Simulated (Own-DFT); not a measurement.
# Response to strain: wurtzite AlGaN with randomly placed atoms, 72 atoms (Al27Ga9N36)

All numbers below are calculated, not measured. They come from Own-DFT, an in-house plane-wave density functional program, since retired, whose code no person has reviewed. Each row is one single-point run on a periodic cell that was not relaxed, without spin or spin-orbit coupling.

Settings of every run: PBE; PseudoDojo norm-conserving scalar-relativistic files (stringent for Ga); cutoff 96 hartree; 4 x 4 x 3 k mesh centred on Gamma; Gaussian smearing of 0.01 eV.

Known limits: forces on such cells passed a denser k mesh, each cell not checked; stress not checked against mesh or cutoff.

Unstrained cell vectors in Å: (9.394, 0.000, 0.000); (-4.697, 8.135, 0.000); (0.000, 0.000, 10.066). The unstrained cell has measured lattice constants (interpolated for alloys), not those of this functional. That, the random moves and any unrelaxed bonds set the pressure at no strain. Each run strains this cell uniformly, with the atoms carried along. Every atom was also moved at random, by a Gaussian of width 0.05 Å on each axis. The random placing of the alloy's atoms differs from row to row. Strain is the symmetric tensor, in per cent. Stress is positive in tension, and the pressure is minus a third of its trace.

| run | e_xx (%) | e_yy (%) | e_zz (%) | s_xx (GPa) | s_yy (GPa) | s_zz (GPa) | P (GPa) | E (meV/atom) |
|---|---|---|---|---|---|---|---|---|
| 1 | -1.50 | -1.50 | 0.00 | -15.32 | -16.98 | -7.54 | 13.28 | 30.7 |
| 2 | 1.25 | 1.25 | 0.00 | -1.62 | 2.11 | -5.02 | 1.51 | 6.7 |
| 3 | -0.75 | -0.75 | 0.00 | -10.94 | -11.87 | -6.93 | 9.91 | 32.8 |
| 4 | 2.00 | 2.00 | 0.00 | 4.53 | 4.17 | -3.74 | -1.65 | 0.0 |
| 5 | 2.50 | 2.50 | 0.00 | 7.33 | 5.08 | -2.91 | -3.17 | 9.3 |
| 6 | 2.25 | 2.25 | 0.00 | 3.94 | 6.59 | -4.78 | -1.92 | 17.6 |
| 7 | -0.50 | -0.50 | 0.00 | -9.06 | -9.59 | -9.43 | 9.36 | 38.9 |
| 8 | -1.25 | -1.25 | 0.00 | -13.51 | -13.15 | -9.20 | 11.95 | 24.4 |
| 9 | 0.25 | 0.25 | 0.00 | ? | ? | ? | ? | ? |

E is the free energy for each atom above the lowest run shown.

## Worked fit

The change of volume is close to e_xx + e_yy + e_zz. A straight line through the runs shown gives P = 7.01 - 205 x (fractional change of volume) GPa, with an error of 4 on the slope and a scatter of 0.33 GPa. The strain isn't the same on all axes and the cell isn't cubic, so the slope belongs to this path and is not the bulk modulus.

## Withheld run

Question: what pressure should run 9 give? Its volume changes by 0.50 %.

The line gives 6.0 GPa. The calculation gave 5.00 GPa.
